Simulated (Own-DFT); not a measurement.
# Computed records: SiC (2H silicon carbide, atoms displaced), GaN (wurtzite, strained, atoms displaced), SiC (4H silicon carbide, strained, atoms displaced)

Computed with Own-DFT development build. A calculation, not a measurement: plane-wave PBE density functional theory by an unreviewed code, no spin, of a simulated periodic cell, stress positive in tension, free energy of the whole cell less one offset for each atom, forces on such cells passed a denser k mesh, this cell's mesh not checked; offsets are fitted by least squares, one for each functional and potential file, so energies compare only between cells with the same atoms and settings and are not formation energies; the far tail of each file's local potential was reset to the Coulomb form; each entry is a single point on an unrelaxed cell, so the pressure reflects the starting lattice, mostly measured values (interpolated for alloys), from which strain is counted, and rises with the displacements; printed positions are rounded, which can move forces by about a meV/angstrom; the program, named Own-DFT, is a retired in-house code; no spin-orbit coupling.

Settings shared by all entries: functional PBE.

(1) SiC (2H silicon carbide, atoms displaced)

```
cell vectors (Å)
   9.2481     0.0000     0.0000
  -4.6241     8.0091     0.0000
   0.0000     0.0000    10.0681
atoms (fractions of the cell vectors)
Si  0.00128  0.00032  0.99785
Si  0.10903  0.21597  0.24662
C   0.00915  0.99798  0.19025
C   0.11361  0.22200  0.43765
Si  0.00350  0.00381  0.49331
Si  0.11221  0.22832  0.74946
C   0.99971  0.00272  0.69679
C   0.10475  0.21879  0.94035
Si  0.99900  0.32844  0.99815
Si  0.11157  0.55838  0.24871
C   0.99912  0.33859  0.18127
C   0.11826  0.55848  0.43407
Si  0.00814  0.33331  0.50504
Si  0.11603  0.55964  0.75295
C   0.00505  0.33283  0.68405
C   0.10944  0.55738  0.93503
Si  0.01630  0.68229  0.00614
Si  0.11484  0.89020  0.25498
C   0.99775  0.66393  0.18031
C   0.11334  0.89325  0.43625
Si  0.00680  0.67964  0.50407
Si  0.11068  0.89567  0.75170
C   0.99688  0.66115  0.68921
C   0.11734  0.89428  0.94047
Si  0.33214  0.99408  0.99782
Si  0.44529  0.22448  0.25976
C   0.33566  0.00532  0.18103
C   0.43126  0.21889  0.44315
Si  0.32475  0.00034  0.49863
Si  0.44043  0.22531  0.74646
C   0.33368  0.00577  0.67457
C   0.44413  0.23124  0.92820
Si  0.32609  0.33482  0.99360
Si  0.44930  0.55453  0.24427
C   0.33594  0.32989  0.18685
C   0.43060  0.54981  0.42943
Si  0.33132  0.32997  0.49802
Si  0.44818  0.54384  0.74826
C   0.32500  0.33593  0.67849
C   0.43644  0.54078  0.92313
Si  0.32740  0.66573  0.99767
Si  0.44556  0.89584  0.24941
C   0.33474  0.67189  0.18867
C   0.45724  0.90446  0.44168
Si  0.32304  0.66160  0.48922
Si  0.44259  0.88221  0.74553
C   0.34172  0.67628  0.68221
C   0.42431  0.87903  0.94152
Si  0.66673  0.99709  0.00574
Si  0.77875  0.22866  0.25216
C   0.65893  0.98630  0.18481
C   0.77785  0.23146  0.43966
Si  0.65439  0.98086  0.50874
Si  0.76473  0.21552  0.74889
C   0.66264  0.99814  0.68919
C   0.78558  0.21938  0.94710
Si  0.65711  0.33979  0.99845
Si  0.77986  0.54565  0.24830
C   0.67445  0.33213  0.18767
C   0.77944  0.55130  0.43774
Si  0.66840  0.33963  0.49929
Si  0.78585  0.56958  0.74915
C   0.67114  0.33087  0.68616
C   0.77378  0.55925  0.92894
Si  0.66727  0.67177  0.00413
Si  0.78028  0.88780  0.24922
C   0.65120  0.66366  0.18216
C   0.77700  0.88012  0.43951
Si  0.67854  0.66760  0.50889
Si  0.78118  0.88855  0.74748
C   0.67555  0.67689  0.68107
C   0.77741  0.89248  0.93457
```

* potential files: PseudoDojo norm-conserving, scalar-relativistic, standard set
* wave cutoff: 42 hartree
* occupations: Fermi-Dirac
* smearing width: 0.1 eV
* hardware: one NVIDIA H100
* k mesh: 4 x 4 x 3 centred on Gamma
* free energy of cell above offsets: -4.902 eV
* pressure: 6.03 GPa
* stress xx: -4.48 GPa
* stress yy: -4.41 GPa
* stress zz: -9.19 GPa
* stress yz: 0.08 GPa
* stress xz: 0.09 GPa
* stress xy: -0.13 GPa
* wall time: 360.2 s

Force:
```tsv
element	x (eV/Å)	y (eV/Å)	z (eV/Å)
Si	-0.228	-0.355	0.578
Si	-0.229	1.953	0.275
C	-1.953	-0.461	-0.765
C	-0.707	-0.411	-0.776
Si	-0.958	-0.282	1.739
Si	-0.2	-0.89	0.478
C	0.338	0.401	-2.121
C	0.847	0.38	-0.986
Si	-0.507	1.705	0.257
Si	0.739	-0.46	-0.526
C	1.035	-0.972	1.587
C	-3.233	-0.697	0.12
Si	-1.856	0.257	-1.877
Si	0.371	-0.416	-1.372
C	-1.524	0.489	1.782
C	0.03	-0.572	0.888
Si	-1.563	-2.545	-3.006
Si	0.609	-0.577	-1.978
C	0.058	0.972	3.139
C	-0.471	-0.668	0.187
Si	0.559	-2.685	-0.644
Si	1.465	-0.828	-0.389
C	0.82	2.257	-0.248
C	-0.971	0.131	-0.859
Si	-0.925	2.915	0.08
Si	0.222	-0.184	-2.005
C	0.056	-0.153	2.037
C	2.399	0.65	-0.891
Si	2.479	0.408	-0.564
Si	0.883	-0.079	-1.233
C	-0.268	-0.84	3.635
C	-0.132	-1.87	1.417
Si	1.275	-1.246	1.365
Si	-3.214	-0.996	1.229
C	-0.708	0.427	-0.722
C	2.327	0.481	1.241
Si	-1.335	1.676	-0.764
Si	-1.609	2.627	-2.227
C	1.712	-0.717	1.283
C	-0.345	2.93	3.197
Si	0.956	-1.214	0.333
Si	0.373	-0.772	0.423
C	0.018	-0.738	-0.542
C	-3.458	-2.774	-1.994
Si	2.949	2.369	1.713
Si	-1.346	1.714	0.982
C	-0.139	-2.99	-0.25
C	3.48	1.157	-2.045
Si	-1.035	0.18	-1.572
Si	1.786	-1.897	0.004
C	0.871	2.223	1.579
C	1.524	-1.577	0.016
Si	2.071	3.475	-1.254
Si	2.6	0.817	1.151
C	0.845	-0.56	0.761
C	-3.398	-0.312	-2.116
Si	2.416	-0.374	-0.465
Si	-1.483	1.707	-0.026
C	-2.821	-0.082	-0.357
C	0.011	1.821	-0.343
Si	0.145	-1.932	0.789
Si	-0.277	-2.484	-0.267
C	-2.459	1.679	0.105
C	0.85	0.908	2.596
Si	-0.161	-1.045	-2.677
Si	-0.567	-0.576	0.157
C	4.241	1.053	0.917
C	-0.081	1.161	-0.307
Si	-1.982	-1.095	-4.079
Si	-1.338	1.021	0.834
C	-0.214	-1.749	2.683
C	0.337	-0.87	0.689
```

(2) GaN (wurtzite, strained, atoms displaced)

```
cell vectors (Å)
  12.7560     0.0000     0.0000
  -4.7835     8.2853     0.0000
   0.0000     0.0000    10.6811
atoms (fractions of the cell vectors)
Ga  0.09127  0.22851  0.99551
Ga  0.17424  0.12101  0.24850
N   0.08646  0.22075  0.19753
N   0.16040  0.09616  0.43921
Ga  0.08250  0.21171  0.49267
Ga  0.16466  0.11010  0.74864
N   0.08494  0.21486  0.68645
N   0.16487  0.10893  0.93916
Ga  0.08059  0.54392  0.00235
Ga  0.16821  0.45077  0.24799
N   0.08447  0.54861  0.19370
N   0.16579  0.43154  0.44553
Ga  0.08046  0.56110  0.49223
Ga  0.16348  0.43949  0.74541
N   0.09089  0.56655  0.69643
N   0.16635  0.44919  0.93361
Ga  0.08797  0.89455  0.00016
Ga  0.15837  0.77685  0.24669
N   0.07743  0.89598  0.19286
N   0.16219  0.77006  0.45000
Ga  0.08618  0.88579  0.50398
Ga  0.16161  0.77050  0.74776
N   0.07374  0.88798  0.67791
N   0.16284  0.77173  0.93488
Ga  0.33277  0.22019  0.00599
Ga  0.41865  0.11087  0.24889
N   0.33528  0.21598  0.18833
N   0.40778  0.10373  0.43476
Ga  0.33556  0.22768  0.51263
Ga  0.41024  0.10715  0.74002
N   0.33572  0.21509  0.69478
N   0.41285  0.10472  0.93096
Ga  0.34398  0.55964  0.99978
Ga  0.41136  0.44359  0.24682
N   0.33726  0.55512  0.19591
N   0.41509  0.44542  0.43661
Ga  0.32412  0.55390  0.50847
Ga  0.42084  0.45545  0.76149
N   0.32988  0.54868  0.68478
N   0.42013  0.44543  0.93635
Ga  0.32993  0.88387  0.00175
Ga  0.41372  0.76750  0.25408
N   0.32692  0.88533  0.18889
N   0.42169  0.78282  0.44142
Ga  0.33303  0.88433  0.50508
Ga  0.41856  0.77349  0.74458
N   0.33368  0.89962  0.68161
N   0.41590  0.77361  0.94011
Ga  0.57923  0.21760  0.00731
Ga  0.66999  0.10978  0.24509
N   0.58852  0.23561  0.18340
N   0.66205  0.09998  0.43466
Ga  0.57237  0.20812  0.49618
Ga  0.65898  0.10528  0.74725
N   0.58331  0.21382  0.69429
N   0.66199  0.11703  0.93734
Ga  0.58961  0.55139  0.00554
Ga  0.66154  0.44627  0.24319
N   0.58647  0.55572  0.18433
N   0.66757  0.44840  0.44623
Ga  0.58133  0.55591  0.50673
Ga  0.66507  0.44486  0.74876
N   0.57631  0.54955  0.68546
N   0.67190  0.44805  0.93175
Ga  0.58425  0.88979  0.99931
Ga  0.66640  0.78050  0.24717
N   0.58083  0.88694  0.18807
N   0.66828  0.78085  0.44008
Ga  0.58917  0.89324  0.50780
Ga  0.66089  0.78156  0.74859
N   0.58559  0.89525  0.68425
N   0.67229  0.78284  0.93553
Ga  0.83089  0.21390  0.00120
Ga  0.91185  0.11175  0.24834
N   0.82865  0.21901  0.18077
N   0.91801  0.11303  0.43866
Ga  0.83349  0.21847  0.50017
Ga  0.91494  0.10865  0.74779
N   0.83187  0.22309  0.69790
N   0.91404  0.11093  0.93678
Ga  0.83929  0.55212  0.99935
Ga  0.91525  0.44826  0.24566
N   0.83765  0.56148  0.19185
N   0.92052  0.45407  0.44915
Ga  0.83591  0.56097  0.49998
Ga  0.89965  0.42618  0.73978
N   0.83145  0.54863  0.68462
N   0.91151  0.43623  0.93917
Ga  0.82752  0.87880  0.00135
Ga  0.92296  0.79185  0.24085
N   0.83191  0.89136  0.18977
N   0.90724  0.76782  0.44354
Ga  0.83333  0.88523  0.50162
Ga  0.92151  0.77876  0.74417
N   0.82821  0.88933  0.68441
N   0.91478  0.77644  0.93851
```

* potential files: PseudoDojo norm-conserving, scalar-relativistic, standard set with the stringent files for Ga
* wave cutoff: 96 hartree
* occupations: Gaussian
* smearing width: 0.01 eV
* k mesh: 3 x 4 x 3 centred on Gamma
* free energy of cell above offsets: -3.844 eV
* pressure: 2.25 GPa
* stress xx: -5.29 GPa
* stress yy: -5.82 GPa
* stress zz: 4.36 GPa
* stress yz: 0.01 GPa
* stress xz: -0.02 GPa
* stress xy: 1.32 GPa

Force:
```tsv
element	x (eV/Å)	y (eV/Å)	z (eV/Å)
Ga	-1.528	-0.558	0.718
Ga	-0.387	-1.15	1.465
N	-1.035	0.902	-1.457
N	1.038	1.576	-0.546
Ga	-0.056	0.065	0.937
Ga	0.832	-0.572	0.337
N	-1.221	0.76	-0.312
N	0.626	0.705	-0.463
Ga	-1.065	0.839	-0.672
Ga	1.267	-1.712	1.605
N	-1.536	1.142	-1.007
N	-1.406	1.465	-1.313
Ga	1.965	-2.144	2.201
Ga	-0.542	0.174	0.322
N	-0.876	-3.456	-1.887
N	1.755	-0.519	0.469
Ga	-0.675	-1.336	-0.005
Ga	0.554	0.28	0.952
N	2.97	0.646	-1.441
N	0.824	1.957	-2.352
Ga	-1.468	-0.582	-1.139
Ga	-0.095	2.387	0.708
N	2.239	0.683	1.819
N	-0.024	0.263	0.78
Ga	0.612	-0.419	-1.351
Ga	0.318	-0.497	0.554
N	-0.377	1.19	-0.45
N	0.22	0.368	0.17
Ga	-0.456	-0.412	-1.46
Ga	2.513	0.378	2.356
N	-2.703	2.155	-0.709
N	-0.162	0.346	1.086
Ga	-1.496	-0.589	0.379
Ga	2.126	-0.734	1.598
N	-1.326	-0.145	-1.976
N	-0.191	-0.138	0.234
Ga	1.639	0.27	-1.62
Ga	-0.108	-1.588	-1.641
N	0.418	0.662	1.383
N	0.235	-0.288	1.539
Ga	-0.149	0.235	-0.47
Ga	-0.34	1.946	0.641
N	0.672	-0.196	0.013
N	-0.452	-0.91	0.032
Ga	-0.334	0.112	-1.214
Ga	-1.446	0.519	0.581
N	0.599	-2.719	0.89
N	0.203	0.614	-0.9
Ga	-0.44	0.608	-2.156
Ga	-1.299	-0.145	0.83
N	0.052	-2.137	0.999
N	0.2	1.771	-0.225
Ga	0.895	1.541	0.504
Ga	1.049	0.97	1.692
N	-1.802	1.151	-1.712
N	1.094	-1.29	0.029
Ga	-0.259	0.607	-1.429
Ga	1.863	0.815	2.348
N	-1.702	0.576	0.217
N	-0.378	-1.338	-1.18
Ga	0.04	-0.005	-1.424
Ga	0.252	-0.451	-0.14
N	0.38	1.021	1.032
N	-0.361	-0.553	0.985
Ga	-0.055	0.369	0.012
Ga	0.095	-0.401	1.218
N	-0.226	-0.006	-0.492
N	-0.312	-0.472	-0.459
Ga	-0.207	-1.129	-1.742
Ga	1.785	-0.655	0.309
N	-0.497	-1.261	0.79
N	-1.748	-1.161	-0.149
Ga	-0.662	0.504	-1.142
Ga	0.984	0.328	0.472
N	0.758	0.824	1.108
N	-0.523	-0.588	-0.534
Ga	-0.582	0.684	0.245
Ga	0.314	-0.026	0.677
N	0.192	-3.419	-2.279
N	1.166	-0.466	0.143
Ga	-0.974	0.458	0.077
Ga	0.207	-0.713	1.109
N	-0.724	0.077	-0.838
N	-0.706	-2.283	-1.862
Ga	-0.861	-1.51	0.411
Ga	1.687	4.003	2.162
N	-0.863	1.04	0.315
N	0.995	-0.033	-0.309
Ga	1.182	1.654	-0.154
Ga	-2.068	-2.156	2.283
N	-0.212	-0.041	-0.676
N	1.322	2.359	-1.56
Ga	-0.288	0.282	-0.236
Ga	-2.167	-1.126	1.093
N	0.386	-0.428	0.54
N	0.849	0.173	-0.286
```

(3) SiC (4H silicon carbide, strained, atoms displaced)

```
cell vectors (Å)
   9.0827     0.0567    -0.1165
  -4.4923     8.0543     0.1709
  -0.1268     0.1417    10.0672
atoms (fractions of the cell vectors)
Si  0.01378  0.01392  0.40496
Si  0.11069  0.22636  0.15535
C   0.00744  0.00133  0.08926
C   0.12556  0.22221  0.35188
Si  0.00565  0.34494  0.40824
Si  0.10964  0.55506  0.16191
C   0.00526  0.33651  0.09730
C   0.11209  0.55099  0.34223
Si  0.00302  0.67530  0.39999
Si  0.11160  0.89653  0.15327
C   0.00246  0.66941  0.08696
C   0.11316  0.89630  0.34683
Si  0.32672  0.99334  0.40649
Si  0.45105  0.22115  0.15116
C   0.33494  0.99773  0.09962
C   0.44698  0.22069  0.33999
Si  0.33600  0.33461  0.41161
Si  0.45488  0.56192  0.14302
C   0.33146  0.33196  0.10071
C   0.45798  0.55743  0.34054
Si  0.33935  0.67427  0.40857
Si  0.44353  0.88317  0.15278
C   0.31854  0.66279  0.09243
C   0.44823  0.88349  0.34218
Si  0.66447  0.99724  0.40060
Si  0.77669  0.22084  0.15443
C   0.65488  0.00493  0.09435
C   0.78816  0.23267  0.34601
Si  0.66159  0.34023  0.41067
Si  0.77265  0.54334  0.15387
C   0.67305  0.34064  0.09743
C   0.79389  0.55766  0.35029
Si  0.66785  0.66892  0.40691
Si  0.78243  0.89812  0.15907
C   0.67812  0.67298  0.10204
C   0.77885  0.88916  0.35038
Si  0.99273  0.99313  0.91091
Si  0.88563  0.77424  0.64992
C   0.00091  0.00013  0.59230
C   0.88920  0.77484  0.85534
Si  0.99498  0.67185  0.92157
Si  0.90176  0.45582  0.67202
C   0.00169  0.67652  0.59934
C   0.87748  0.44637  0.83826
Si  0.00929  0.34011  0.90236
Si  0.89241  0.11249  0.65035
C   0.00539  0.33290  0.58820
C   0.89058  0.10491  0.84642
Si  0.67206  0.00456  0.90259
Si  0.55045  0.77453  0.65579
C   0.67037  0.00664  0.60089
C   0.55342  0.76873  0.85160
Si  0.66047  0.66862  0.90343
Si  0.55903  0.45069  0.65476
C   0.65837  0.67158  0.59234
C   0.55627  0.45652  0.83749
Si  0.65799  0.32604  0.91216
Si  0.54995  0.10435  0.65168
C   0.66107  0.32875  0.58716
C   0.55966  0.12440  0.84001
Si  0.34387  0.99698  0.90222
Si  0.22218  0.77336  0.65679
C   0.33397  0.99978  0.59238
C   0.21678  0.77935  0.83744
Si  0.32649  0.66388  0.91468
Si  0.22905  0.45446  0.66588
C   0.33351  0.66858  0.59515
C   0.22267  0.45694  0.84180
Si  0.32836  0.32908  0.91819
Si  0.22784  0.11942  0.65780
C   0.33087  0.32905  0.60296
C   0.21947  0.10996  0.85170
```

* potential files: PseudoDojo norm-conserving, scalar-relativistic, standard set
* wave cutoff: 42 hartree
* occupations: Fermi-Dirac
* smearing width: 0.1 eV
* hardware: one NVIDIA H100
* k mesh: 4 x 4 x 3 centred on Gamma
* free energy of cell above offsets: -3.753 eV
* pressure: 7.82 GPa
* stress xx: -13.54 GPa
* stress yy: -2.33 GPa
* stress zz: -7.58 GPa
* stress yz: 4.73 GPa
* stress xz: -4.31 GPa
* stress xy: 1.49 GPa
* wall time: 357.9 s

Force:
```tsv
element	x (eV/Å)	y (eV/Å)	z (eV/Å)
Si	-1.607	-2.302	1.396
Si	1.633	-1.213	1.639
C	-2.96	1.533	1.662
C	-2.95	1.682	-2.194
Si	0.822	-2.407	-0.185
Si	-0.527	-0.434	-0.897
C	-1.627	0.177	-1.428
C	0.092	2.992	0.853
Si	1.803	-0.392	2.129
Si	1.935	-1.63	1.188
C	-0.197	-0.318	5.871
C	-0.01	-1.182	-1.712
Si	1.925	1.781	-0.232
Si	-1.031	-0.497	1.846
C	-0.138	0.543	-1.684
C	-0.39	-0.202	0.569
Si	1.591	0.771	-0.328
Si	-1.074	-0.848	2.888
C	0.724	1.03	-1.073
C	-2.333	-0.521	0.073
Si	0.884	-2.331	-0.783
Si	-1.112	-0.475	1.227
C	2.561	0.722	0.839
C	-1.546	0.762	-0.166
Si	0.722	2.008	1.725
Si	0.824	0.563	1.615
C	2.886	-0.116	-1.034
C	-1.162	-1.611	-0.696
Si	2.221	-0.949	-1.38
Si	0.825	3.695	1.981
C	-0.532	-2.263	-1.672
C	-3.417	-0.55	-1.716
Si	1.397	-0.004	-0.366
Si	0.168	-0.858	0.23
C	-1.142	0.105	-1.978
C	0.907	1.056	-1.29
Si	1.846	0.021	-1.543
Si	-0.834	1.677	2.174
C	0.373	0.08	0.182
C	-2.359	1.014	-2.36
Si	1.838	-1.286	-6.021
Si	-1.097	-1.446	-6.212
C	1.362	-1.798	-1.883
C	1.293	-0.053	5.562
Si	-2.044	-1.187	0.634
Si	0.223	0.168	1.067
C	-0.421	1.564	2.748
C	-0.948	2.201	-0.911
Si	-0.892	-0.771	0.267
Si	0.115	1.88	1.225
C	-0.114	-1.967	-1.566
C	-3.698	3.066	-1.469
Si	3.966	-1.219	1.901
Si	0.134	-1.375	-0.268
C	1.871	-0.752	-0.188
C	0.055	-1.909	2.462
Si	-0.065	2.832	-1.86
Si	0.141	2.365	0.27
C	0.385	1.262	2.715
C	0.721	-2.285	0.142
Si	-2.39	0.104	0.722
Si	-1.185	1.633	-0.18
C	-0.612	-0.779	0.135
C	0.908	-0.155	2.225
Si	-0.184	1.182	-2.293
Si	-0.014	-1.972	-2.831
C	-0.083	-0.228	-0.495
C	0.984	-1.18	2.122
Si	0.377	0.58	-2.67
Si	-0.366	-2.472	1.196
C	0.069	2.684	-1.3
C	0.478	0.205	-0.613
```
